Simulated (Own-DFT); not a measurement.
# Computed records: Si24O47 (quartz with one neutral oxygen vacancy, atoms displaced)

Computed with Own-DFT development build. A calculation, not a measurement: plane-wave PBE and HSE06 DFT by an unreviewed code, no spin, of a simulated cell at Gamma alone, so results move with cell size and shape, stress positive in tension, energies less offsets, not probed for a lower state with spin; oxygen file: force components 24 meV/angstrom off all-electron in a glass; k mesh not checked against a denser one; forces and stress are PBE's, HSE06 gives the energy alone, and its difference from PBE has offsets of its own; offsets are fitted by least squares, one for each functional and potential file, so energies compare only between cells with the same atoms and settings and are not formation energies; the far tail of each file's local potential was reset to the Coulomb form; each entry is a single point on an unrelaxed cell, so the pressure reflects the starting lattice, mostly measured values (interpolated for alloys), from which strain is counted, and rises with the displacements; printed positions are rounded, which can move forces by about a meV/angstrom; the program, named Own-DFT, is a retired in-house code; no spin-orbit coupling.

Settings shared by all entries: first functional PBE; second functional HSE06; exact exchange share 0.25; screening 0.11 1/bohr; exchange divergence Gygi-Baldereschi; potential files PseudoDojo norm-conserving, scalar-relativistic, made for PBE, standard set; wave cutoff 48 hartree; occupations fixed; k mesh 1 x 1 x 1 centred on Gamma.

(1) Si24O47 (quartz with one neutral oxygen vacancy, atoms displaced)

```cif
# cell vector a (Å): 9.8268 0.0000 0.0000
# cell vector b (Å): -4.9134 8.5103 0.0000
# cell vector c (Å): 0.0000 0.0000 10.8104
data_Si24O47
_symmetry_space_group_name_H-M 'P 1'
_symmetry_Int_Tables_number 1
_cell_length_a 9.8268
_cell_length_b 9.8268
_cell_length_c 10.8104
_cell_angle_alpha 90.000
_cell_angle_beta 90.000
_cell_angle_gamma 120.000
_cell_volume 904.06
loop_
_atom_site_label
_atom_site_type_symbol
_atom_site_fract_x
_atom_site_fract_y
_atom_site_fract_z
_atom_site_occupancy
Si1 Si 0.23886 0.00425 0.00736 1
Si2 Si 0.00197 0.23076 0.33897 1
Si3 Si 0.27173 0.27422 0.16342 1
O1 O 0.20973 0.14250 0.05822 1
O2 O 0.42831 0.30032 0.23063 1
O3 O 0.37452 0.07713 0.38730 1
O4 O 0.07627 0.36498 0.44256 1
O5 O 0.12958 0.20917 0.28236 1
O6 O 0.29634 0.42909 0.10559 1
Si4 Si 0.22780 0.99763 0.50613 1
Si5 Si 0.99140 0.22740 0.83049 1
Si6 Si 0.27207 0.27242 0.67565 1
O7 O 0.20779 0.13364 0.55492 1
O8 O 0.42954 0.30134 0.73603 1
O9 O 0.36228 0.06512 0.89122 1
O10 O 0.08676 0.37856 0.94157 1
O11 O 0.12197 0.21009 0.76867 1
O12 O 0.29369 0.42548 0.60252 1
Si7 Si 0.23537 0.49326 0.00487 1
Si8 Si 0.00649 0.73715 0.33406 1
Si9 Si 0.26400 0.76534 0.16046 1
O13 O 0.20588 0.63665 0.05625 1
O14 O 0.44156 0.79235 0.21704 1
O15 O 0.36770 0.58020 0.39053 1
O16 O 0.07077 0.86331 0.44057 1
O17 O 0.13061 0.70715 0.27721 1
O18 O 0.29429 0.92072 0.10820 1
Si10 Si 0.22360 0.50099 0.51355 1
Si11 Si 0.99626 0.72178 0.83441 1
Si12 Si 0.26489 0.76765 0.66715 1
O19 O 0.20620 0.63839 0.55990 1
O20 O 0.42444 0.78404 0.72847 1
O21 O 0.36282 0.57550 0.88541 1
O22 O 0.06703 0.86662 0.93612 1
O23 O 0.14061 0.71965 0.77923 1
O24 O 0.29973 0.92480 0.60393 1
Si13 Si 0.73146 0.00512 0.99630 1
Si14 Si 0.50839 0.23959 0.32880 1
Si15 Si 0.76151 0.26894 0.16068 1
O25 O 0.70309 0.13125 0.05776 1
O26 O 0.92580 0.29914 0.22817 1
O27 O 0.86498 0.07643 0.38621 1
O28 O 0.58164 0.37661 0.43875 1
O29 O 0.63512 0.20118 0.27084 1
O30 O 0.80008 0.42635 0.10458 1
Si16 Si 0.72741 0.98657 0.50200 1
Si17 Si 0.50345 0.23967 0.84286 1
Si18 Si 0.76840 0.25758 0.66411 1
O31 O 0.69645 0.12779 0.55759 1
O32 O 0.92325 0.28636 0.72583 1
O33 O 0.87845 0.08467 0.88863 1
O34 O 0.56992 0.36430 0.94568 1
O35 O 0.62956 0.20267 0.77326 1
O36 O 0.79057 0.42802 0.61487 1
Si19 Si 0.72427 0.49022 0.00392 1
Si20 Si 0.50075 0.73449 0.33825 1
Si21 Si 0.76679 0.76773 0.16581 1
O37 O 0.69767 0.62169 0.06648 1
O38 O 0.92614 0.78960 0.22266 1
O39 O 0.86116 0.56720 0.38996 1
O40 O 0.63109 0.69694 0.27627 1
O41 O 0.79232 0.92569 0.09629 1
Si22 Si 0.73572 0.49050 0.50451 1
Si23 Si 0.50437 0.73950 0.83002 1
Si24 Si 0.76494 0.75806 0.66997 1
O42 O 0.70647 0.62215 0.56641 1
O43 O 0.93331 0.79185 0.72319 1
O44 O 0.86405 0.57285 0.89764 1
O45 O 0.57143 0.86536 0.94415 1
O46 O 0.62493 0.69859 0.77094 1
O47 O 0.79589 0.92644 0.60591 1
```

| Property | Result |
| --- | --- |
| PBE energy of cell above offsets | -18.571 eV |
| HSE06 less PBE above offsets | -0.408 eV |
| PBE pressure | 8.39 GPa |
| PBE stress xx | -8.98 GPa |
| PBE stress yy | -10.65 GPa |
| PBE stress zz | -5.55 GPa |
| PBE stress yz | 0.7 GPa |
| PBE stress xz | -1.88 GPa |
| PBE stress xy | 2.18 GPa |

Force:
```tsv
element	x (eV/Å)	y (eV/Å)	z (eV/Å)
Si	-1.777	-2.542	-2.8
Si	-4.498	3.511	-1.713
Si	-1.029	-2.36	4.386
O	0.387	-0.814	-0.339
O	-0.005	0.46	-1.153
O	-1.684	-1.603	2.085
O	-0.909	0.606	1.171
O	6.391	0.19	-4.449
O	1.593	0.703	1.904
Si	3.479	0.036	-3.576
Si	2.393	9.789	0.12
Si	-2.038	-1.783	-2.603
O	-1.394	3.217	3.281
O	0.679	0.166	0.471
O	0.368	1.446	0.427
O	-3.897	-5.888	-3.776
O	4.487	-0.245	-1.75
O	1.032	-0.114	1.729
Si	0.038	6.647	-2.705
Si	-4.655	-2.234	0.132
Si	3.102	-3.272	4.732
O	0.547	-1.568	-0.704
O	-2.584	0.08	-0.35
O	-2.742	-3.404	3.585
O	-0.109	1.152	1.381
O	4.734	-0.017	-2.773
O	-1.766	4.509	-1.485
Si	3.365	-1.212	-5.293
Si	-1.745	4.041	0.655
Si	1.104	-0.394	2.029
O	-1.935	1.227	0.883
O	-2.509	1.649	-3.084
O	0.085	-0.697	1.67
O	1.225	1.362	1.681
O	2.468	-1.053	-1.246
O	-0.73	1.659	-0.53
Si	2.728	-1.162	-0.604
Si	-0.759	-0.128	2.397
Si	4.209	-2.704	3.327
O	-1.378	1.539	0.061
O	0.413	-0.514	0.159
O	-2.072	-3.995	3.081
O	-1.872	-3.496	-2.005
O	-0.6	0.147	-0.211
O	-1.481	2.62	-1.56
Si	-1.794	0.011	-4.546
Si	0.365	-4.043	-3.462
Si	-4.092	0.839	0.148
O	0.713	-0.791	-0.529
O	0.211	1.367	-0.739
O	-4.587	-9.199	5.708
O	-1.59	-0.511	0.974
O	0.233	0.407	0.23
O	2.432	-2.076	1.831
Si	2.694	4.168	0.848
Si	2.013	3.761	-0.788
Si	-1.291	-0.991	0.577
O	-0.425	0.477	-0.156
O	1.097	0.569	0.581
O	0.915	1.132	0.137
O	0.715	0.854	-0.555
O	0.673	-0.224	0.672
Si	0.533	3.44	-1.689
Si	-0.666	-1.828	3.551
Si	0.323	0.43	-1.165
O	-0.863	1.149	0.413
O	-0.505	-0.382	0.205
O	-1.139	-2.673	0.82
O	-0.403	-0.262	-1.399
O	2.255	0.208	-0.465
O	1.523	-1.389	2.161
```

(2) Si24O47 (quartz with one neutral oxygen vacancy, atoms displaced)

```cif
# cell vector a (Å): 9.8268 0.0000 0.0000
# cell vector b (Å): -4.9134 8.5103 0.0000
# cell vector c (Å): 0.0000 0.0000 10.8104
data_Si24O47
_symmetry_space_group_name_H-M 'P 1'
_symmetry_Int_Tables_number 1
_cell_length_a 9.8268
_cell_length_b 9.8268
_cell_length_c 10.8104
_cell_angle_alpha 90.000
_cell_angle_beta 90.000
_cell_angle_gamma 120.000
_cell_volume 904.06
loop_
_atom_site_label
_atom_site_type_symbol
_atom_site_fract_x
_atom_site_fract_y
_atom_site_fract_z
_atom_site_occupancy
Si1 Si 0.23100 0.99773 0.00168 1
Si2 Si 0.00253 0.23476 0.33334 1
Si3 Si 0.26603 0.26315 0.16160 1
O1 O 0.19722 0.13101 0.05434 1
O2 O 0.42207 0.29295 0.21514 1
O3 O 0.36790 0.06761 0.38924 1
O4 O 0.06839 0.36837 0.43583 1
O5 O 0.12972 0.19728 0.26999 1
O6 O 0.28521 0.43593 0.11147 1
Si4 Si 0.23383 0.00031 0.49990 1
Si5 Si 0.00454 0.24782 0.83325 1
Si6 Si 0.25397 0.26192 0.67352 1
O7 O 0.19682 0.13062 0.55501 1
O8 O 0.42409 0.29454 0.72194 1
O9 O 0.36839 0.07294 0.89623 1
O10 O 0.07266 0.36397 0.94126 1
O11 O 0.13003 0.21643 0.76384 1
O12 O 0.29441 0.43029 0.60651 1
Si7 Si 0.23735 0.50701 0.00196 1
Si8 Si 0.00658 0.73556 0.33532 1
Si9 Si 0.26576 0.76736 0.16943 1
O13 O 0.19744 0.63196 0.07050 1
O14 O 0.42649 0.78652 0.23141 1
O15 O 0.36968 0.56501 0.40098 1
O16 O 0.06901 0.86396 0.44417 1
O17 O 0.14228 0.70563 0.27729 1
O18 O 0.29222 0.92410 0.10105 1
Si10 Si 0.22451 0.50173 0.49640 1
Si11 Si 0.99681 0.73289 0.83083 1
Si12 Si 0.26008 0.75793 0.66621 1
O19 O 0.21108 0.63482 0.55375 1
O20 O 0.42415 0.78700 0.72631 1
O21 O 0.36293 0.56443 0.89638 1
O22 O 0.08431 0.86566 0.93893 1
O23 O 0.12990 0.70599 0.77205 1
O24 O 0.28373 0.92533 0.60592 1
Si13 Si 0.73013 0.99328 0.00611 1
Si14 Si 0.49391 0.22660 0.33650 1
Si15 Si 0.77154 0.27239 0.15880 1
O25 O 0.70585 0.13408 0.05326 1
O26 O 0.92419 0.28980 0.22558 1
O27 O 0.87747 0.08296 0.39551 1
O28 O 0.56415 0.36579 0.43147 1
O29 O 0.63795 0.21250 0.27385 1
O30 O 0.79255 0.42971 0.11339 1
Si16 Si 0.73341 0.98871 0.49550 1
Si17 Si 0.50951 0.23947 0.83560 1
Si18 Si 0.77169 0.26318 0.66344 1
O31 O 0.70828 0.13552 0.56127 1
O32 O 0.92951 0.29436 0.71951 1
O33 O 0.88356 0.08207 0.89388 1
O34 O 0.56627 0.36712 0.94519 1
O35 O 0.63345 0.20674 0.77523 1
O36 O 0.79379 0.43088 0.61464 1
Si19 Si 0.73805 0.50807 0.99604 1
Si20 Si 0.49907 0.73469 0.32356 1
Si21 Si 0.76199 0.76325 0.16689 1
O37 O 0.70991 0.63252 0.05217 1
O38 O 0.92876 0.80117 0.22486 1
O39 O 0.86635 0.57084 0.39007 1
O40 O 0.57181 0.85956 0.44244 1
O41 O 0.62343 0.70684 0.26729 1
O42 O 0.79449 0.92388 0.11024 1
Si22 Si 0.73776 0.49465 0.50684 1
Si23 Si 0.50534 0.73330 0.83370 1
Si24 Si 0.76584 0.76221 0.67037 1
O43 O 0.70512 0.63387 0.55105 1
O44 O 0.86331 0.58135 0.89124 1
O45 O 0.58226 0.87453 0.94677 1
O46 O 0.63120 0.70530 0.77700 1
O47 O 0.79836 0.92616 0.61206 1
```

| Property | Result |
| --- | --- |
| PBE energy of cell above offsets | -19.238 eV |
| HSE06 less PBE above offsets | -0.407 eV |
| PBE pressure | 7.94 GPa |
| PBE stress xx | -9.1 GPa |
| PBE stress yy | -7.93 GPa |
| PBE stress zz | -6.78 GPa |
| PBE stress yz | -1.13 GPa |
| PBE stress xz | 1.6 GPa |
| PBE stress xy | -0.23 GPa |

Force:
```tsv
element	x (eV/Å)	y (eV/Å)	z (eV/Å)
Si	1.479	3.113	-0.971
Si	0.769	1.565	-2.667
Si	-4.082	0.85	-0.489
O	-0.212	0.149	-0.106
O	4.258	-0.351	2.821
O	-1.423	-2.859	1.421
O	-0.799	0.296	0.436
O	0.154	0.43	-0.072
O	2.087	-2.359	1.871
Si	-1.071	1.053	-0.76
Si	-0.431	-3.069	-1.002
Si	6.082	3.138	-8.002
O	0.079	0.766	0.975
O	1.428	-0.607	1.658
O	0.379	0.875	-0.467
O	0.181	3.414	2.192
O	-4.375	-2.53	5.566
O	-1.136	-0.463	-0.148
Si	-2.629	-1.045	0.663
Si	-1.873	-0.413	-0.933
Si	0.9	1.07	-0.467
O	0.559	-1.291	-2.34
O	-5.58	2.839	-5.633
O	0.335	2.208	-2.247
O	0.013	-0.118	-0.404
O	-1.827	-0.001	1.738
O	1.242	-0.388	2.228
Si	5.7	-3.188	0.004
Si	-2.01	3.244	-1.799
Si	0.267	2.144	-0.872
O	-3.17	3.216	1.899
O	0.064	0.079	0.478
O	1.597	2.766	-1.948
O	-2.521	-2.871	-1.734
O	0.687	-0.911	-0.231
O	2.017	-1.834	1.994
Si	5.152	6.161	-0.363
Si	1.1	3.05	-4.471
Si	-0.517	-3.428	2.673
O	-0.359	0.901	0.744
O	0.862	0.219	-0.125
O	-1.837	-4.174	2.101
O	1.56	2.364	2.867
O	0.083	-0.376	-0.653
O	-1.494	3.483	-3.028
Si	0.73	3.338	1.757
Si	-4.373	-1.164	-0.445
Si	-3.197	0.313	1.589
O	0.859	-2.945	-2.49
O	1.562	1.046	0.918
O	-2.062	-2.215	1.751
O	1.014	1.07	0.152
O	2.971	0.201	-1.592
O	1.306	-0.951	1.259
Si	1.005	-5.124	1.342
Si	0.496	-3.97	9.288
Si	1.44	-1.468	-0.283
O	-2.963	4.062	2.998
O	1.416	-0.979	1.23
O	0.015	-0.451	0.801
O	-0.558	-0.72	-1.144
O	4.459	-0.978	-1.713
O	-0.541	1.364	-0.435
Si	-3.02	0.616	-4.637
Si	-4.196	0.303	2.351
Si	2.864	-1.149	-0.052
O	-0.02	0.817	1.559
O	0.849	-2.018	-0.318
O	-3.761	-6.228	-4.31
O	2.753	-0.649	-1.049
O	-0.734	0.761	-0.921
```

(3) Si24O47 (quartz with one neutral oxygen vacancy, atoms displaced)

```cif
# cell vector a (Å): 9.8268 0.0000 0.0000
# cell vector b (Å): -4.9134 8.5103 0.0000
# cell vector c (Å): 0.0000 0.0000 10.8104
data_Si24O47
_symmetry_space_group_name_H-M 'P 1'
_symmetry_Int_Tables_number 1
_cell_length_a 9.8268
_cell_length_b 9.8268
_cell_length_c 10.8104
_cell_angle_alpha 90.000
_cell_angle_beta 90.000
_cell_angle_gamma 120.000
_cell_volume 904.06
loop_
_atom_site_label
_atom_site_type_symbol
_atom_site_fract_x
_atom_site_fract_y
_atom_site_fract_z
_atom_site_occupancy
Si1 Si 0.22543 0.00106 0.00229 1
Si2 Si 0.99335 0.23003 0.33162 1
Si3 Si 0.24969 0.25773 0.16208 1
O1 O 0.20924 0.14212 0.06555 1
O2 O 0.41736 0.28900 0.22433 1
O3 O 0.37051 0.08471 0.39422 1
O4 O 0.07188 0.37475 0.43746 1
O5 O 0.13106 0.20476 0.27094 1
O6 O 0.28958 0.43096 0.09911 1
Si4 Si 0.22646 0.99360 0.49116 1
Si5 Si 0.01115 0.24462 0.83064 1
Si6 Si 0.26090 0.25687 0.66739 1
O7 O 0.19768 0.12624 0.55976 1
O8 O 0.37464 0.07996 0.89308 1
O9 O 0.07831 0.36894 0.94324 1
O10 O 0.14105 0.20494 0.77400 1
O11 O 0.29715 0.42678 0.60803 1
Si7 Si 0.23068 0.50297 0.00588 1
Si8 Si 0.00125 0.73754 0.32642 1
Si9 Si 0.26100 0.75583 0.16430 1
O12 O 0.19909 0.63408 0.05830 1
O13 O 0.42664 0.79379 0.22518 1
O14 O 0.37465 0.58294 0.39752 1
O15 O 0.06758 0.86060 0.43575 1
O16 O 0.13593 0.70416 0.27835 1
O17 O 0.29694 0.92128 0.10232 1
Si10 Si 0.23976 0.50956 0.50512 1
Si11 Si 0.99267 0.73249 0.83823 1
Si12 Si 0.25457 0.75957 0.66535 1
O18 O 0.20165 0.63007 0.55661 1
O19 O 0.42300 0.79260 0.73344 1
O20 O 0.35811 0.56811 0.89203 1
O21 O 0.06277 0.85784 0.93461 1
O22 O 0.13367 0.70401 0.77474 1
O23 O 0.29181 0.93047 0.60824 1
Si13 Si 0.72915 0.00316 0.00034 1
Si14 Si 0.50591 0.23254 0.33673 1
Si15 Si 0.76483 0.26279 0.16308 1
O24 O 0.69631 0.12902 0.06638 1
O25 O 0.91688 0.29829 0.23508 1
O26 O 0.87058 0.07966 0.38627 1
O27 O 0.57723 0.36694 0.44096 1
O28 O 0.62897 0.20620 0.27267 1
O29 O 0.78478 0.42250 0.11440 1
Si16 Si 0.73038 0.00435 0.49715 1
Si17 Si 0.49952 0.23749 0.83823 1
Si18 Si 0.76912 0.26115 0.66388 1
O30 O 0.70704 0.14008 0.56234 1
O31 O 0.92808 0.28322 0.72279 1
O32 O 0.86959 0.07558 0.89542 1
O33 O 0.56469 0.36741 0.93145 1
O34 O 0.63688 0.21218 0.76905 1
O35 O 0.79395 0.43253 0.61463 1
Si19 Si 0.73243 0.49721 0.99903 1
Si20 Si 0.50601 0.73728 0.33419 1
Si21 Si 0.75372 0.75262 0.17042 1
O36 O 0.71188 0.63230 0.06616 1
O37 O 0.92631 0.78937 0.23304 1
O38 O 0.87926 0.57571 0.39493 1
O39 O 0.56719 0.86554 0.43178 1
O40 O 0.63415 0.70307 0.27899 1
O41 O 0.79136 0.93101 0.10223 1
Si22 Si 0.73595 0.50142 0.50235 1
Si23 Si 0.50867 0.74034 0.83515 1
Si24 Si 0.76231 0.76627 0.66679 1
O42 O 0.70805 0.63265 0.56240 1
O43 O 0.93063 0.79903 0.72477 1
O44 O 0.86050 0.57119 0.89880 1
O45 O 0.56700 0.87341 0.93877 1
O46 O 0.63714 0.71094 0.78444 1
O47 O 0.78631 0.91723 0.60760 1
```

| Property | Result |
| --- | --- |
| PBE energy of cell above offsets | -18.151 eV |
| HSE06 less PBE above offsets | -0.548 eV |
| PBE pressure | 9.4 GPa |
| PBE stress xx | -4.92 GPa |
| PBE stress yy | -12.31 GPa |
| PBE stress zz | -10.97 GPa |
| PBE stress yz | -4.81 GPa |
| PBE stress xz | 2.8 GPa |
| PBE stress xy | 0.5 GPa |

Force:
```tsv
element	x (eV/Å)	y (eV/Å)	z (eV/Å)
Si	3.07	-0.827	-1.279
Si	2.38	7.031	-0.698
Si	2.667	8.558	5.593
O	0.651	-7.43	-7.478
O	0.749	-0.084	0.837
O	-1.383	-3.879	1.566
O	0.931	-0.554	-0.241
O	-2.451	-0.73	1.605
O	3.06	-3.145	4.659
Si	1.296	1.848	2.712
Si	0.126	-2.606	2.066
Si	4.891	1.892	-0.924
O	-0.28	-0.707	-1.132
O	-2.834	-4.384	3.307
O	-1.943	-1.645	-1.19
O	-2.995	-0.808	2.835
O	-0.356	0.039	0.003
Si	0.401	1.915	-4.52
Si	3.337	-3.621	3.915
Si	-0.128	2.621	2.497
O	-0.977	-1.03	-1.101
O	0.973	-0.487	0.037
O	-0.504	-1.54	0.726
O	-0.308	1.141	0.79
O	0.772	0.185	-1.04
O	-2.024	1.152	-0.926
Si	2.098	-4.717	-2.855
Si	1.281	-2.722	-5.794
Si	2.303	2.323	0.297
O	-2.427	2.952	1.791
O	-0.943	-0.03	-1.803
O	0.926	1.932	-0.232
O	1.083	5.718	5.282
O	-2.75	-0.783	1.87
O	-0.147	-0.957	-0.861
Si	1.191	-0.032	-1.56
Si	-3.95	3.537	-2.397
Si	-2.083	0.181	2.833
O	-0.255	-0.852	-1.744
O	1.992	0.195	-0.234
O	-3.134	-6.325	4.134
O	-0.205	0.321	0.259
O	3.244	-0.72	-1.445
O	-0.931	1.829	-2.132
Si	1.437	-1.31	-0.025
Si	-0.564	-1.328	-7.941
Si	-1.989	4.943	3.409
O	0.634	-4.249	-4.464
O	-0.084	0.906	-0.918
O	-0.091	1.122	-0.282
O	1.113	5.248	4.763
O	-0.67	-0.306	1.24
O	0.848	-0.819	-0.016
Si	-1.701	-2.253	2.304
Si	-2.778	-1.972	-2.989
Si	1.775	5.344	-0.394
O	-0.438	-1.734	-2.051
O	-5.388	1.808	-5.337
O	-1.622	-1.279	1.125
O	1.148	4.971	3.921
O	0.403	-0.62	0.482
O	1.603	-3.123	2.627
Si	2.361	0.039	-1.098
Si	-5.251	-2.232	1.245
Si	1.983	-2.811	2.403
O	-1.135	0.526	0.096
O	-0.351	-0.684	0.344
O	1.577	0.486	-1.919
O	0.052	0.357	0.726
O	3.554	-0.407	-1.998
O	-2.839	4.625	-3.273
```

(4) Si24O47 (quartz with one neutral oxygen vacancy, atoms displaced)

```cif
# cell vector a (Å): 9.8268 0.0000 0.0000
# cell vector b (Å): -4.9134 8.5103 0.0000
# cell vector c (Å): 0.0000 0.0000 10.8104
data_Si24O47
_symmetry_space_group_name_H-M 'P 1'
_symmetry_Int_Tables_number 1
_cell_length_a 9.8268
_cell_length_b 9.8268
_cell_length_c 10.8104
_cell_angle_alpha 90.000
_cell_angle_beta 90.000
_cell_angle_gamma 120.000
_cell_volume 904.06
loop_
_atom_site_label
_atom_site_type_symbol
_atom_site_fract_x
_atom_site_fract_y
_atom_site_fract_z
_atom_site_occupancy
Si1 Si 0.23661 0.99615 0.00524 1
Si2 Si 0.99985 0.23711 0.33185 1
Si3 Si 0.26226 0.25528 0.17249 1
O1 O 0.20631 0.13674 0.05798 1
O2 O 0.43904 0.29841 0.22187 1
O3 O 0.36699 0.07941 0.39345 1
O4 O 0.06704 0.36102 0.43075 1
O5 O 0.13397 0.20305 0.27086 1
O6 O 0.29345 0.43298 0.10149 1
Si4 Si 0.24433 0.00412 0.50725 1
Si5 Si 0.98899 0.22588 0.83102 1
Si6 Si 0.26753 0.27030 0.66182 1
O7 O 0.19989 0.13513 0.55270 1
O8 O 0.41932 0.28767 0.71804 1
O9 O 0.35904 0.07321 0.89301 1
O10 O 0.06543 0.35377 0.93792 1
O11 O 0.12886 0.19825 0.77224 1
O12 O 0.30169 0.42897 0.60244 1
Si7 Si 0.23499 0.50529 0.00618 1
Si8 Si 0.99916 0.74082 0.32821 1
Si9 Si 0.26702 0.76949 0.16478 1
O13 O 0.20488 0.63383 0.06016 1
O14 O 0.42314 0.78448 0.22492 1
O15 O 0.35749 0.56654 0.38329 1
O16 O 0.07435 0.87271 0.44451 1
O17 O 0.13785 0.71189 0.27896 1
O18 O 0.29567 0.92763 0.10075 1
Si10 Si 0.22693 0.49734 0.50153 1
Si11 Si 0.99150 0.74792 0.83852 1
Si12 Si 0.26138 0.75722 0.66477 1
O19 O 0.20844 0.63841 0.56020 1
O20 O 0.42095 0.78050 0.72282 1
O21 O 0.38436 0.58508 0.89704 1
O22 O 0.06579 0.86013 0.93673 1
O23 O 0.29095 0.92974 0.60636 1
Si13 Si 0.73645 0.99747 0.99401 1
Si14 Si 0.50190 0.24292 0.33053 1
Si15 Si 0.76389 0.26087 0.16549 1
O24 O 0.70136 0.13629 0.05584 1
O25 O 0.92320 0.29440 0.22748 1
O26 O 0.88126 0.07869 0.39940 1
O27 O 0.57503 0.36379 0.43818 1
O28 O 0.63554 0.20751 0.27119 1
O29 O 0.80051 0.42352 0.10846 1
Si16 Si 0.73207 0.00134 0.49737 1
Si17 Si 0.49848 0.22922 0.82869 1
Si18 Si 0.76737 0.26751 0.66392 1
O30 O 0.71176 0.13284 0.56162 1
O31 O 0.92344 0.29071 0.72833 1
O32 O 0.86765 0.07054 0.89398 1
O33 O 0.57625 0.36631 0.93961 1
O34 O 0.63808 0.20380 0.78137 1
O35 O 0.78772 0.43034 0.60560 1
Si19 Si 0.72985 0.49405 0.99996 1
Si20 Si 0.49944 0.74339 0.34345 1
Si21 Si 0.78254 0.77794 0.16964 1
O36 O 0.70966 0.62846 0.05531 1
O37 O 0.93203 0.79627 0.23038 1
O38 O 0.87018 0.56980 0.39030 1
O39 O 0.58154 0.86827 0.43583 1
O40 O 0.63967 0.70488 0.26910 1
O41 O 0.79288 0.92884 0.10483 1
Si22 Si 0.74041 0.50600 0.50988 1
Si23 Si 0.50050 0.73061 0.83464 1
Si24 Si 0.76840 0.76963 0.66321 1
O42 O 0.70949 0.63776 0.56145 1
O43 O 0.92738 0.79891 0.73150 1
O44 O 0.85627 0.56245 0.88661 1
O45 O 0.57145 0.86554 0.94662 1
O46 O 0.63095 0.70752 0.77003 1
O47 O 0.79669 0.92534 0.59964 1
```

| Item | Value |
| --- | --- |
| PBE energy of cell above offsets | -16.862 eV |
| HSE06 less PBE above offsets | -0.492 eV |
| PBE pressure | 9.71 GPa |
| PBE stress xx | -7.44 GPa |
| PBE stress yy | -10.02 GPa |
| PBE stress zz | -11.67 GPa |
| PBE stress yz | -0.65 GPa |
| PBE stress xz | -5.25 GPa |
| PBE stress xy | 1.95 GPa |

Force:
```tsv
element	x (eV/Å)	y (eV/Å)	z (eV/Å)
Si	-4.458	2.506	-4.512
Si	0.434	-2.656	-3.58
Si	1.557	4.584	-3.292
O	0.689	-1.775	-0.444
O	-3.244	0.382	-2.409
O	0.583	0.05	-0.619
O	0.915	5.033	4.961
O	-2.147	-0.643	2.26
O	3.021	-3.773	4.088
Si	-4.695	1.42	-4.764
Si	3.905	2.004	-0.063
Si	-2.728	-4.058	0.419
O	0.262	0.775	0.755
O	4.343	0.154	2.317
O	0.503	-0.145	-0.515
O	1.107	3.147	1.759
O	-0.176	0.725	-0.868
O	-1.739	2.286	-1.056
Si	-0.003	-2.34	-5.447
Si	4.15	-1.818	7.362
Si	0.223	-1.887	1.983
O	-1.847	1.754	0.343
O	0.273	1.081	0.326
O	-0.397	0.701	1.771
O	0.086	-1.039	-1.183
O	0.749	0.487	-1.476
O	2.334	-1.207	3.093
Si	1.322	-0.215	-2.284
Si	3.404	-9.686	-4.585
Si	-3.879	3.574	5.356
O	0.183	-3.66	-3.906
O	1.072	0.744	0.323
O	-3.758	-6.599	3.971
O	1.964	7.233	8.163
O	4.005	-2.486	3.885
Si	-2.512	1.477	2.849
Si	2.63	-2.396	1.137
Si	-0.569	0.257	-0.501
O	1.473	-2.249	-1.462
O	1.914	-0.222	0.38
O	-1.64	-1.966	0.467
O	0.741	2.964	2.69
O	-1.277	-0.797	1.4
O	-1.494	2.078	-1.554
Si	4.436	1.405	0.34
Si	-1.537	1.575	1.188
Si	-1.272	0.047	1.777
O	-1.505	0.764	-0.067
O	-0.758	0.886	-1.759
O	0.191	-1.854	-0.822
O	-2.24	-3.306	-2.068
O	0.793	0.154	-1.949
O	4.154	-3.479	5.014
Si	3.575	0.108	0.916
Si	1.475	-7.119	-7.757
Si	-4.669	-3.817	-2.717
O	-1.124	3.993	2.812
O	-0.887	2.626	-3.516
O	-0.899	0.531	1.08
O	-1.166	2.98	3.539
O	-2.064	0.852	1.755
O	1.092	0.452	0.508
Si	-2.735	0.624	-8.521
Si	0.232	5.361	-1.604
Si	-0.537	-0.06	2.29
O	-0.559	-0.45	-0.706
O	-2.743	1.304	-3.225
O	0.994	2.17	-0.96
O	-0.762	-1.13	-1.753
O	2.107	0.327	-1.046
O	-0.868	1.257	-0.286
```
